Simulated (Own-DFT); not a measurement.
# Which defects push the lattice out? zincblende GaAs

The numbers are computed, not measured, by runs of the plane-wave DFT program Own-DFT (in-house, retired, unreviewed) at fixed positions, with no spin and no spin-orbit coupling.

Common settings: PBE; PseudoDojo norm-conserving scalar-relativistic files; cutoff 42 hartree; 3 x 3 x 3 k mesh centred on Gamma; Fermi-Dirac smearing of 0.1 eV.

Known weak points (not all hold for every row): not probed for a lower state with spin; forces not confirmed at this smearing and k mesh; stress not checked against mesh or cutoff.

All runs share one cell, with vectors in Å (11.737, 0.000, 0.000); (0.000, 11.737, 0.000); (0.000, 0.000, 10.833) and a volume of 1492.4 Å³, strained against the parent crystal. Atoms were moved at random from their sites; u is the rms move along one axis. The defect's site can differ from row to row.

```
cell,formula,u (Å),P (GPa)
no defect,As32Ga32,0.0306,1.26
no defect,As32Ga32,0.0333,1.31
no defect,As32Ga32,0.0457,1.50
one As vacancy and one Ga vacancy,As31Ga31,0.0310,0.93
one As vacancy and one Ga vacancy,As31Ga31,0.0499,1.16
one As vacancy and one Ga vacancy,As31Ga31,0.0509,1.28
one P on an As site,As31Ga32P,0.0272,0.99
one P on an As site,As31Ga32P,0.0275,1.00
one P on an As site,As31Ga32P,0.0314,1.01
one In on a Ga site,As32Ga31In,0.0481,2.18
one In on a Ga site,As32Ga31In,0.0511,2.19
one In on a Ga site,As32Ga31In,0.0525,2.11
one Al on a Ga site,AlAs32Ga31,0.0303,?
one Al on a Ga site,AlAs32Ga31,0.0310,1.22
one Al on a Ga site,AlAs32Ga31,0.0498,1.61
one Al on a Ga site,AlAs32Ga31,0.0500,1.56
```

## What the rows give

P = P0 + c u² + a shift for each defect gives P0 = 1.08 GPa, c = 202 ± 25 GPa/Å² and a scatter of 0.05 GPa. The shifts, and each times the cell's volume:

- one In on a Ga site: 0.57 ± 0.05 GPa, 5.3 eV
- one Al on a Ga site: -0.01 ± 0.05 GPa, -0.1 eV (not resolved)
- one P on an As site: -0.25 ± 0.04 GPa, -2.3 eV
- one As vacancy and one Ga vacancy: -0.36 ± 0.05 GPa, -3.4 eV

A positive shift means that the defect pushes the cell outwards. Shift times volume (160.2 GPa Å³ is 1 eV) depends little on the cell's size, so, taken for each site, it can be compared between cells at like pressure. The atoms around the defects weren't relaxed, which would change these numbers.

## The run left out

Q: what pressure belongs in the blank (one Al on a Ga site, u = 0.0303 Å)?

The fitted form gives 1.25 ± 0.07 GPa. The hidden result is 1.21 GPa.
